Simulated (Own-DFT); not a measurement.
# Point defects and the pressure they add: C11b WSi2

Source: density functional calculations with Own-DFT, an unreviewed in-house program that is no longer used. Nothing was measured or relaxed, and spin and spin-orbit coupling are left out.

Common settings: PBE; PseudoDojo norm-conserving scalar-relativistic files; cutoff 50 hartree; 5 x 5 x 5 k mesh centred on Gamma; cold (Marzari-Vanderbilt) smearing of 0.2 eV.

Limits: forces on such cells failed a check on a denser k mesh; stress not checked against mesh or cutoff.

All runs share one cell, with vectors in Å (-2.148, -5.953, 3.409); (-6.444, 2.976, 1.136); (-2.553, -2.948, -6.757) and a volume of 403.2 Å³. Atoms were moved at random from their sites; u is the rms move along one axis. The defect's site can differ from row to row.

| cell | formula | u (Å) | P (GPa) |
|---|---|---|---|
| no defect | Si20W10 | 0.0199 | 4.36 |
| no defect | Si20W10 | 0.0208 | 4.50 |
| no defect | Si20W10 | 0.0513 | 6.18 |
| one Si on a W site | Si21W9 | 0.0282 | 6.43 |
| one Si on a W site | Si21W9 | 0.0456 | 6.76 |
| one Si on a W site | Si21W9 | 0.0483 | 6.88 |
| one Si vacancy | Si19W10 | 0.0258 | 3.57 |
| one Si vacancy | Si19W10 | 0.0269 | ? |
| one Si vacancy | Si19W10 | 0.0470 | 4.46 |
| one Si vacancy | Si19W10 | 0.0523 | 4.62 |
| one W on a Si site | Si19W11 | 0.0259 | 9.64 |
| one W on a Si site | Si19W11 | 0.0322 | 10.12 |
| one W on a Si site | Si19W11 | 0.0488 | 11.28 |

## What the rows give

P = P0 + c u² + a shift for each defect gives P0 = 4.25 GPa, c = 664 ± 85 GPa/Å² and a scatter of 0.25 GPa. The shifts, and each times the cell's volume:

- one W on a Si site: 5.19 ± 0.20 GPa, 13.1 eV
- one Si on a W site: 1.29 ± 0.21 GPa, 3.2 eV
- one Si vacancy: -1.27 ± 0.21 GPa, -3.2 eV

Positive is outwards. The product with the volume (160.2 GPa Å³ to the eV) is nearly free of the cell's size; divided by the bulk modulus at the cell's pressure it gives the volume that the defect adds. The atoms around the defects weren't relaxed, which would change these numbers.

## Check

Q: what pressure belongs in the blank (one Si vacancy, u = 0.0269 Å)?

From the fit: 3.46 ± 0.30 GPa. The calculation gave 3.14 GPa.
